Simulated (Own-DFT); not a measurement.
# How much smaller does PBEsol make it? C40 NbSi2, 36 atoms (Nb12Si24)

The numbers are computed, not measured, by runs of the plane-wave DFT program Own-DFT (in-house, retired, unreviewed) at fixed positions, with no spin and no spin-orbit coupling.

Known weak points: forces on such cells failed a check on a denser k mesh; stress not checked against mesh or cutoff.

Each geometry was run with PBE and with PBEsol, otherwise alike: PseudoDojo norm-conserving scalar-relativistic files made for PBE; cutoff 42 hartree; 4 x 4 x 5 k mesh centred on Gamma; cold (Marzari-Vanderbilt) smearing of 0.2 eV. Unstrained cell vectors in Å: (0.000, 8.324, 0.000); (-9.613, 0.000, 0.000); (0.000, 0.000, 6.586). Each has a uniform strain, of which the change of volume is shown, and random moves of rms u per axis.

| run | volume change (%) | u (Å) | P with PBE (GPa) | P with PBEsol (GPa) |
|---|---|---|---|---|
| 1 | -1.58 | 0.0512 | 5.41 | 1.68 |
| 2 | -1.14 | 0.0567 | 5.18 | 1.47 |
| 3 | -2.14 | 0.0492 | 7.80 | 4.05 |
| 4 | -3.36 | 0.0469 | 9.63 | 5.83 |
| 5 | 0.47 | 0.0473 | 2.75 | -0.90 |
| 6 | 2.88 | 0.0480 | -2.34 | -5.87 |
| 7 | -5.00 | 0.0560 | 14.18 | 10.29 |
| 8 | -1.02 | 0.0487 | 4.31 | 0.61 |
| 9 | 0.86 | 0.0481 | 1.08 | -2.54 |
| 10 | 1.80 | 0.0433 | -0.91 | -4.48 |
| 11 | -4.82 | 0.0513 | 13.01 | ? |

Q: by how much does PBEsol shrink this cell, and what belongs in the blank?

## Solution

Write v for the change of volume as a fraction. Fitted to v and u², the PBE pressure has a slope of -204 ± 11 GPa in v, with the ions held to the strained lattice. The difference PBEsol less PBE is -3.66 + 4.5 v GPa (slope ± 0.1) and averages -3.70 GPa. Divided by the mean slope of the two, 201 GPa, that makes PBEsol's volume at a given pressure, near 3 GPa, about 1.8 % smaller, or 0.61 % in lengths. At one volume PBEsol's slope is the smaller by 4 GPa, but its pressure there is lower too. If stiffness rises by about 4 GPa for each GPa, PBEsol at equal pressure is stiffer by about 10 GPa. Files made for PBEsol would give a different shift.

For run 11 the line gives 9.13 GPa. The run itself gave 9.12 GPa.
